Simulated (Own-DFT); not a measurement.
Simulation results for Hf32O63 (monoclinic hafnia with one vacancy, atoms displaced), Hf31O64 (monoclinic hafnia with one vacancy, atoms displaced)

All values are calculated (Own-DFT development build). A calculation, not a measurement: plane-wave PBE density functional theory by an unreviewed code, no spin, of a simulated periodic cell, stress positive in tension, free energy of the whole cell less one offset for each atom, defect cell not probed for a lower state with spin; hafnium file: forces about 75 meV/angstrom off all-electron values; oxygen file: force components 24 meV/angstrom off all-electron in one glass; forces on such cells passed a denser k mesh, this cell's mesh not checked; offsets are fitted by least squares, one for each functional and potential file, so energies compare only between cells with the same atoms and settings and are not formation energies; the far tail of each file's local potential was reset to the Coulomb form; each entry is a single point on an unrelaxed cell, so the pressure reflects the starting lattice, mostly measured values, from which strain is counted, and rises with the displacements; printed positions are rounded, which can move forces by about a meV/angstrom; the program is a retired in-house code; no spin-orbit coupling; before rounding, a Quantum ESPRESSO 7.3.1 run of the same cell and cutoff gave forces within 1 meV/angstrom rms on each cell, which checks the program and not the settings.

Common to all runs: functional PBE; potential files PseudoDojo norm-conserving, scalar-relativistic, standard set; wave cutoff 72 hartree; occupations Fermi-Dirac; smearing width 0.1 eV; k mesh 2 x 2 x 2 centred on Gamma.

(1) 
```xyz
95
Lattice="10.2340 0.0000 0.0000 0.0000 10.3500 0.0000 -1.6955 0.0000 10.4453" Properties=species:S:1:pos:R:3:force_x:R:1:force_y:R:1:force_z:R:1 formula=Hf32O63 free_energy_of_cell_above_offsets=-94.459 pressure=3.72 stress_xx=-3.3 stress_yy=-3.82 stress_zz=-4.03 stress_yz=-0.18 stress_xz=-0.07 stress_xy=-0.03
Hf     1.2081     0.2179     1.0735      0.756     -0.861     -0.158
Hf     3.4032     2.8222     1.5196      0.972     -0.574      0.226
Hf     2.9996     4.9702     4.1414      0.411     -0.291     -0.251
Hf     0.8201     2.3345     3.6791      0.201      1.233      0.381
O      0.1067     1.6601     1.8522     -1.274      0.544     -0.974
O      4.5758     4.3379     0.7668       0.59     -0.323      1.314
O      4.1335     3.4283     3.4493      0.246      0.068     -0.154
O     -0.2805     0.8833     4.3870     -1.426      -1.53       0.73
O      1.8446     3.9428     2.5043      0.113     -0.041     -0.376
O      2.8378     1.3078     0.1109     -0.644      0.506      0.052
O      2.3891     1.2648     2.7096      0.277      -0.28      0.162
O      1.4433     3.8352     5.1260       0.32      0.016      0.081
Hf     0.4133     0.2078     6.2893     -0.706      0.736      0.406
Hf     2.6271     2.7926     6.7562     -0.196      0.609     -0.074
Hf     2.1980     4.9769     9.4148     -0.408      0.713     -1.206
Hf    -0.0092     2.4005     8.9181      0.356     -0.867      0.036
O     -0.7845     1.6954     7.0751     -0.121      0.006     -0.565
O      3.8249     4.3164     6.0233     -0.524     -0.069      0.016
O      3.3395     3.5044     8.6426      0.637     -0.726     -0.094
O     -1.1767     0.8279     9.6346     -0.511      0.082      0.248
O      1.0408     3.9168     7.7387     -0.236      -0.22     -0.109
O      1.9801     1.3479     5.3242       0.06     -0.393       0.19
O      1.5644     1.2504     7.9487      -0.27       0.52     -0.413
O      0.6346     3.8308    10.3057     -0.801     -0.049      0.591
Hf     1.1512     5.3602     1.0524      1.929      0.696       0.55
Hf     3.4933     7.9642     1.4977     -0.941      0.028     -0.231
Hf     3.0279    10.1344     4.1154      0.984      0.529     -0.292
Hf     0.8799     7.5518     3.6999     -0.971     -0.535     -0.452
O      0.0923     6.9046     1.7625     -1.026      0.728      0.184
O      4.5371     9.4909     0.7416      1.543      0.153      1.029
O      4.2154     8.6034     3.4119     -0.636      0.506      0.138
O     -0.2944     6.0089     4.4112     -0.415      0.306     -0.367
O      1.8718     9.0920     2.5199     -0.067      0.171     -0.207
O      2.8017     6.5267     0.0735     -0.085     -0.365       0.46
O      2.3602     6.4499     2.6786      0.147     -0.376      0.619
O      1.5154     9.0287     5.1077     -0.731     -0.351      0.219
Hf     0.4214     5.3371     6.3212     -0.211      0.675      0.004
Hf     2.5390     7.9938     6.7006      1.494     -0.524      1.513
Hf     2.1575    10.1103     9.3447      0.398      0.429      0.587
Hf    -0.0598     7.5868     8.8828      0.914     -0.367      0.993
O     -0.7836     6.9075     7.0430      0.118     -0.302     -0.413
O      3.8019     9.5016     6.0337     -0.865     -0.612      0.118
O      3.2711     8.6033     8.6036       1.27     -0.271      0.204
O     -1.1631     6.0566     9.6361      -1.32     -0.731     -0.201
O      1.0937     9.1641     7.7755      -1.32     -0.636     -1.439
O      1.9843     6.4692     5.3428     -0.008      0.646     -0.152
O      1.5314     6.4284     7.9417     -0.103      0.292     -0.514
O      0.6169     8.9618    10.3596     -0.648      0.582     -0.368
Hf     6.3839     0.2098     1.0788     -1.429     -0.059      0.616
Hf     8.5481     2.7935     1.4818     -0.356     -0.376      1.757
Hf     8.1201     4.9539     4.1662      1.035     -0.225     -0.784
Hf     5.9089     2.3910     3.7095      -0.25     -0.978     -0.317
O      5.1771     1.7104     1.8563     -0.487      0.131     -0.674
O      9.7182     4.2652     0.8179      0.377      0.499     -0.496
O      9.3005     3.4170     3.4128     -0.378      0.235     -0.187
O      4.7607     0.8401     4.4531     -0.181      0.226     -0.342
O      6.9460     3.9267     2.4533      0.392     -0.385      0.797
O      7.9059     1.3147     0.1566      0.407      0.122     -0.612
O      7.4465     1.2138     2.7293      0.601      0.309     -0.195
O      6.5878     3.7928     5.1341      0.082      0.643       0.16
Hf     5.4693     0.1832     6.3298      0.745      0.743      -0.56
Hf     7.7397     2.8055     6.7532     -0.206     -0.638     -0.372
Hf     7.3268     4.9678     9.3644     -0.821     -0.018     -0.121
Hf     5.0654     2.3790     8.9170     -0.737      0.185      0.499
O      4.3357     1.7924     7.0304       0.41     -0.876     -0.144
O      8.9265     4.3122     5.9980     -0.492     -0.528      0.735
O      8.4828     3.4835     8.6530     -0.097     -0.131     -0.184
O      3.9133     0.8429     9.6542      0.247      0.348     -0.439
O      6.0986     3.8929     7.7285      0.834      0.535      0.101
O      7.0759     1.2994     5.2832      0.183      0.338      1.009
O      6.6192     1.2815     7.9665      0.305     -0.028     -0.059
O      5.7174     3.8178    10.3996      0.269       0.06     -1.024
Hf     6.3422     5.4248     1.1068     -0.332     -0.788     -0.321
Hf     8.5757     7.9497     1.5211     -0.045      0.527      0.005
Hf     8.1443    10.0937     4.1099     -0.678       0.98      0.595
Hf     5.9082     7.5369     3.6961      0.397      0.077      0.455
O      5.1981     6.9067     1.8160     -0.142      0.008     -0.329
O      9.2906     8.6458     3.4225      1.072      -1.09     -0.648
O      4.7499     6.0387     4.3801     -0.081     -0.329       0.49
O      6.9397     9.0788     2.5326       0.61     -0.167     -0.599
O      7.8495     6.4740     0.1106       1.16      0.528      0.071
O      7.4989     6.3989     2.7391      0.167      0.317     -0.196
O      6.5472     8.9633     5.1324      0.291       0.28     -0.043
Hf     5.5208     5.3856     6.3283     -0.799      0.241     -0.343
Hf     7.7258     7.9596     6.7722     -0.054      0.165     -0.668
Hf     7.2779    10.1684     9.3659      0.435     -0.516      0.055
Hf     5.0820     7.5518     8.8769     -1.087      0.148      0.688
O      4.3438     6.9430     7.0755     -0.101     -0.583     -1.281
O      8.8644     9.4582     6.0545      0.969      0.677     -0.413
O      8.4584     8.6579     8.6697     -0.013     -0.132      0.129
O      3.8971     6.0584     9.6495      0.283      0.278     -0.051
O      6.2109     9.0917     7.7137     -0.708      0.142      0.358
O      7.0965     6.4693     5.3246     -0.144       0.05      0.402
O      6.6477     6.4231     7.9505      0.318     -0.314      0.158
O      5.6963     9.0130    10.3242      0.761     -0.115      0.281
```

Units: free_energy_of_cell_above_offsets in eV; pressure, stress_xx, stress_yy, stress_zz, stress_yz, stress_xz, stress_xy in GPa; force_x, force_y, force_z in eV/Å.

(2) 
```xyz
95
Lattice="10.2340 0.0000 0.0000 0.0000 10.3500 0.0000 -1.6955 0.0000 10.4453" Properties=species:S:1:pos:R:3:force_x:R:1:force_y:R:1:force_z:R:1 formula=Hf31O64 free_energy_of_cell_above_offsets=-65.937 pressure=9.16 stress_xx=-10.2 stress_yy=-8.6 stress_zz=-8.69 stress_yz=-0.55 stress_xz=-0.58 stress_xy=-0.88
Hf     1.2009     0.0906     1.1597     -0.386      2.697      -1.24
Hf     3.4869     2.8820     1.6038     -0.903     -3.406     -0.661
Hf     2.9596     5.0000     4.1209      1.611      1.769      2.801
Hf     0.9269     2.4696     3.6783     -1.751     -2.842      0.356
O      0.0188     1.7694     1.8272      0.067     -0.836     -0.941
O      4.5944     4.2293     0.8025      2.457      1.973     -0.547
O      4.1177     3.6348     3.3841      3.663     -3.068     -0.571
O     -0.2443     0.9134     4.3973     -1.586     -0.205     -0.088
O      1.9836     3.9753     2.6518     -2.072      -0.03     -3.293
O      2.7798     1.3324     0.1394      0.289      -0.38     -0.166
O      2.3320     1.2428     2.6344      0.339     -0.016      0.287
O      1.4887     3.7809     5.1234     -0.349      0.701      0.719
Hf     0.5153     0.3543     6.3593      -1.78     -3.313     -2.279
Hf     2.6489     2.8204     6.9395     -0.443       -0.5     -5.768
Hf     2.2465     4.9459     9.3830     -1.767      0.275     -1.417
Hf    -0.0330     2.3039     9.0161     -1.111     -0.112     -1.533
O     -0.7963     1.5997     7.1399     -1.239      1.021      -0.25
O      3.7108     4.3393     5.9567     -0.927     -0.431      0.497
O      3.3713     3.4329     8.5375      0.759      2.249      4.598
O     -1.2414     0.8838     9.7505     -0.694     -0.808     -0.337
O      0.9997     3.9725     7.7433      0.482     -1.111      1.034
O      2.0728     1.3120     5.2449     -0.245      1.687      1.435
O      1.4867     1.3123     7.7866      1.625      0.448      2.951
O      0.6208     3.6814    10.3724     -0.088      3.008      1.217
Hf     1.1779     5.2576     1.1923      1.473      1.205     -0.956
Hf     3.2724     7.9849     1.4134      2.845      0.431      0.174
Hf     2.9723    10.2020     4.1100     -0.142      0.491       0.31
Hf     0.6985     7.6303     3.5589      1.945      0.868       5.03
O      0.1056     6.9843     1.8856     -0.743     -3.033     -4.015
O      4.5974     9.4868     0.8430      0.334     -0.282     -0.189
O      4.0790     8.7951     3.5267      3.085     -3.867     -2.263
O     -0.2346     6.0843     4.4616     -2.475         -1     -1.225
O      1.8667     8.9145     2.4133     -1.047      2.446      0.021
O      1.0187     6.5386    10.4078      0.417     -1.434      2.216
O      2.3373     6.4892     2.6555      0.422     -1.102     -0.217
O      1.5478     9.1342     5.0390     -1.691     -2.042      0.236
Hf     0.5250     5.3795     6.2806      -2.56       -0.6      1.896
Hf     2.6004     7.8872     6.6485      0.261      1.306      0.995
Hf     2.3450    10.1181     9.3336     -4.893     -0.499      1.067
Hf    -0.1814     7.4659     9.0297      3.703      2.667     -4.191
O     -0.6719     6.8877     7.0200     -0.676      0.095      0.582
O      3.7733     9.4458     5.9943      0.798      0.654      0.885
O      3.2567     8.6765     8.6194      3.056     -3.112     -0.771
O     -1.3440     6.1114     9.5818     -0.184      -1.32      2.208
O      1.0370     9.1047     7.7320     -0.126      0.173     -0.712
O      1.8763     6.3963     5.2814      1.848       2.38       0.46
O      1.5199     6.3286     7.9803      0.848      0.966     -0.184
O      0.5703     9.0587    10.3052     -0.646     -0.656      0.444
Hf     6.5602     0.2872     1.1451     -4.526     -4.845     -1.092
Hf     8.4834     2.8256     1.5078      3.534      -0.57        1.4
Hf     8.2244     5.0513     4.1392     -1.042     -1.069      2.918
Hf     5.9958     2.3056     3.6396     -2.645      2.298      2.852
O      5.3019     1.6316     1.8300     -1.756      2.159     -0.097
O      9.8052     4.2781     0.8306     -0.198      0.583     -0.101
O      9.4574     3.4935     3.2738     -1.798      1.738          1
O      4.7483     0.8035     4.3469      1.841       2.02       0.26
O      6.9954     4.0226     2.5553       0.05     -0.379     -0.492
O      7.8822     1.2239     0.1888      1.823      2.329     -1.848
O      7.4946     1.2501     2.6989      1.099       1.06      0.858
O      6.6936     3.8588     5.2088     -0.665     -0.717     -3.358
Hf     5.6640     0.2681     6.2439     -3.992     -2.074      1.489
Hf     7.6834     2.8801     6.6470     -1.122      -0.59      3.086
Hf     7.2841     5.0665     9.3807     -0.492     -3.466     -4.046
Hf     5.0688     2.3798     8.9906      1.775      0.517     -2.182
O      4.4427     1.8849     7.0482      0.276     -1.688     -0.615
O      8.8679     4.1751     6.0046      3.664      2.898     -1.355
O      8.4141     3.4366     8.6019       0.39      0.846       1.02
O      3.7777     0.9281     9.5165      3.262      1.819      1.151
O      6.0989     3.8238     7.7779       0.81     -0.017      1.158
O      7.0035     1.3265     5.3377      1.972      0.962     -1.925
O      6.6686     1.2802     8.0128     -0.326     -1.102     -0.078
O      5.9541     3.8241    10.4113     -2.825      0.229     -0.359
Hf     6.3645     5.4393     1.1409     -1.038     -0.612     -0.466
Hf     8.5942     7.8370     1.4323     -0.186      4.029      0.473
Hf     8.0815    10.2116     4.0541      3.115     -2.859      2.957
Hf     5.9274     7.4835     3.5403     -1.871      2.262      6.466
O      5.1726     6.9163     1.8647     -0.963     -1.259     -1.943
O      9.6635     9.4507     0.8511      0.722      0.226     -1.006
O      9.3096     8.6954     3.2651     -0.431      0.708      1.394
O      4.6409     6.0413     4.5591       1.06      1.954     -1.992
O      7.1302     9.0808     2.3569     -1.169      0.348      1.583
O      7.9390     6.4689     0.0896     -0.487     -0.723      0.058
O      7.5138     6.5645     2.7063      0.728     -2.039     -0.686
O      6.5640     9.0643     5.1769      0.509      0.392     -2.389
Hf     7.6626     7.9749     6.9333      1.285     -2.649     -7.538
Hf     7.3471    10.1294     9.2514     -0.555      0.671      1.671
Hf     5.1852     7.4500     8.9078     -1.981      1.573     -2.892
O      4.3811     7.0032     7.0134     -1.219      0.399       0.63
O      8.8599     9.5711     6.1096       0.15      0.199     -0.893
O      8.3736     8.5837     8.5766      1.873      0.882      3.908
O      3.8998     6.0861     9.7121      0.146     -0.602      0.349
O      6.1852     9.0103     7.5940     -2.287      2.513      2.509
O      7.0983     6.6288     5.3435      1.119     -0.626     -2.573
O      6.6303     6.4239     7.7725      0.316     -0.529      3.738
O      5.7252     9.0064    10.3343      0.249     -0.701     -1.605
```

Units: free_energy_of_cell_above_offsets in eV; pressure, stress_xx, stress_yy, stress_zz, stress_yz, stress_xz, stress_xy in GPa; force_x, force_y, force_z in eV/Å.

(3) 
```xyz
95
Lattice="10.2340 0.0000 0.0000 0.0000 10.3500 0.0000 -1.6955 0.0000 10.4453" Properties=species:S:1:pos:R:3:force_x:R:1:force_y:R:1:force_z:R:1 formula=Hf32O63 free_energy_of_cell_above_offsets=-82.522 pressure=8.17 stress_xx=-9.02 stress_yy=-8.3 stress_zz=-7.18 stress_yz=-0.6 stress_xz=-0.84 stress_xy=1.66
Hf     1.1963     0.2786     1.0989     -1.813     -2.061      -0.56
Hf     3.3443     2.5973     1.5164     -1.948      5.603      0.892
Hf     3.1211     4.9161     4.0547     -5.504      4.097       4.85
Hf     0.8994     2.3676     3.7017     -2.579      1.351       3.31
O     -0.0260     1.8415     1.9346      2.196     -2.363     -1.811
O      4.5686     4.3622     0.7690      0.697     -1.296      1.271
O      4.1468     3.6246     3.5189      6.013     -7.299     -3.104
O     -0.4158     0.7567     4.4409      1.548      1.439     -0.487
O      1.9591     3.8951     2.5446     -1.023     -0.722     -0.868
O      2.6730     1.5697     0.0351      1.627     -4.549       1.39
O      2.3783     1.2431     2.9130      1.414     -0.638     -2.726
O      1.3602     3.8054     5.1562      0.533      0.694     -0.502
Hf     0.3958     0.1286     6.2950      0.002      1.444      -0.78
Hf     2.6020     2.8164     6.8779      0.071     -0.343     -3.853
Hf     2.1273     4.9822     9.4554      0.094     -0.206     -0.893
Hf     0.0073     2.2062     8.8525     -3.032       4.03      0.254
O     -0.8146     1.7744     7.0688      0.104      -1.76     -1.312
O      3.7128     4.2696     6.1063      0.925      0.956      0.118
O      3.4037     3.3764     8.6745     -2.208      2.207       1.32
O     -1.1206     0.6919     9.6079      -0.25      1.067     -0.157
O      0.9880     3.7604     7.7452      0.118      2.624      0.937
O      1.8828     1.3410     5.3279      0.655     -0.557       0.56
O      1.4573     1.2852     7.9308      2.238     -2.286      0.358
O      0.5384     3.7931    10.4051      0.445      1.204     -0.735
Hf     1.2720     5.3380     1.0270     -1.321      0.591      2.911
Hf     3.4961     7.9558     1.5521      -3.33     -3.231     -1.199
Hf     3.2085    10.0044     4.1085     -2.257      1.858      1.961
Hf     0.9761     7.4695     3.7783     -4.002        1.2     -2.645
O      0.0700     6.9683     1.8846       0.64     -1.471     -1.725
O      4.4937     9.3876     0.8746      3.717      4.151     -0.924
O      4.1896     8.4495     3.4010     -1.368      1.628       0.53
O     -0.4128     6.1408     4.4506       1.01     -0.458      0.787
O      1.8460     9.0914     2.4421      1.318      0.435      0.273
O      2.7215     6.4643     0.2866      2.169      1.005     -2.169
O      2.4503     6.3775     2.7465     -0.373      0.453     -0.034
O      1.5162     9.0532     5.0821      1.203     -0.203      0.511
Hf     0.4447     5.4988     6.3910     -0.321     -3.076     -1.511
Hf     2.7188     7.9295     6.7723     -0.832      0.329     -0.435
Hf     2.3786    10.2577     9.3613     -3.684     -2.337     -1.278
Hf    -0.0647     7.6506     9.0005      0.967      1.501     -1.375
O     -0.6997     6.9111     7.0211     -1.381      1.642      0.991
O      3.9991     9.3682     6.0225       -2.2     -0.624      -0.65
O      3.3255     8.5878     8.7374     -1.143      1.574     -0.979
O     -1.0841     6.1989     9.6402     -2.683     -2.959      0.305
O      1.0132     9.1431     7.7391      1.113     -0.675     -0.586
O      1.9092     6.5485     5.3275       1.39     -0.028      1.723
O      1.6530     6.4482     7.9909     -0.637     -0.018      0.046
O      0.6719     9.0571    10.2548      0.089      0.719      1.121
Hf     6.3262     0.1220     1.1514      1.634      1.445     -0.626
Hf     8.5388     2.7876     1.4580      0.971     -0.647      1.272
Hf     8.2380     4.9249     4.1489      0.113      2.126      -0.17
Hf     5.8172     2.4004     3.6319      1.774      0.508      1.677
O      5.0021     1.7934     1.7927      3.464     -2.352      0.255
O      9.7586     4.3336     0.8103      -0.68     -0.056     -0.161
O      9.1753     3.4175     3.5046      2.624     -1.566     -0.745
O      4.9315     0.7664     4.4090     -1.348      0.313     -1.611
O      7.1418     3.8652     2.5067     -2.785       0.82      -0.94
O      7.8967     1.2461     0.1214     -0.196      0.488      0.787
O      7.4893     1.3702     2.6946     -1.603     -1.145     -0.057
O      6.7317     3.8547     5.0882     -2.133     -1.146     -0.135
Hf     5.6519     0.1335     6.3152     -1.281      2.473      0.871
Hf     7.7533     2.7770     6.6879      0.476      0.305      0.445
Hf     7.4151     4.9197     9.3477     -0.301      1.578     -0.346
Hf     5.0606     2.5254     8.9445      1.885     -3.576     -2.177
O      4.2747     1.6817     6.9927      0.699     -0.622      0.348
O      8.8943     4.3360     6.0383      0.472       0.25      1.068
O      8.5198     3.4614     8.7420      0.058     -0.883     -0.841
O      3.9688     0.8891     9.6517       0.11      0.062      0.932
O      6.2047     3.9203     7.7023      0.053     -0.013      0.955
O      7.1511     1.2221     5.3506     -0.072      2.035      0.347
O      6.5553     1.2639     7.9647      0.811      0.375     -0.478
O      5.7464     3.7640    10.3296      0.116      1.497      0.524
Hf     6.4050     5.1810     1.1056     -0.319      3.542      -0.41
Hf     8.5596     8.0248     1.3822      2.406     -1.955      2.654
Hf     8.1414    10.1751     4.1576      1.232      -1.45     -0.976
Hf     5.8566     7.5525     3.6037      3.797     -3.263      2.031
O      5.1813     6.7961     1.7906      0.082      0.323      0.059
O      9.7914     9.4693     0.6127      0.055      0.226       2.39
O      9.3198     8.4994     3.3835     -0.601       1.84      0.411
O      4.7153     5.9406     4.5083       2.19      2.415     -0.624
O      7.0928     9.1813     2.5532     -1.558     -0.469     -1.501
O      6.2471     6.4524    10.3725     -0.264      0.103      0.987
O      7.4900     6.4628     2.6855     -0.547     -0.706     -0.632
O      6.5786     9.1022     5.1291      0.077     -1.881     -1.139
Hf     5.6977     5.3776     6.3736     -1.958     -0.113     -1.619
Hf     7.7224     7.9580     6.6993      0.349     -0.306     -0.045
Hf     7.2909    10.1330     9.2449     -1.447      2.012       1.29
Hf     4.9733     7.5719     8.8705      3.677     -1.594      1.619
O      4.5346     6.8983     7.0440      -1.72      0.228     -0.975
O      8.8620     9.4981     6.0541       0.13     -0.436      0.633
O      8.3233     8.6701     8.7574      2.808     -3.536     -2.359
O      3.8301     6.1799     9.6024     -0.842     -2.183       0.95
O      6.1650     9.0589     7.6283      0.235     -0.574      1.077
O      7.0433     6.5774     5.2988     -0.019      0.049      0.588
O      5.7375     9.0024    10.2366     -1.033      0.816      1.277
```

Units: free_energy_of_cell_above_offsets in eV; pressure, stress_xx, stress_yy, stress_zz, stress_yz, stress_xz, stress_xy in GPa; force_x, force_y, force_z in eV/Å.
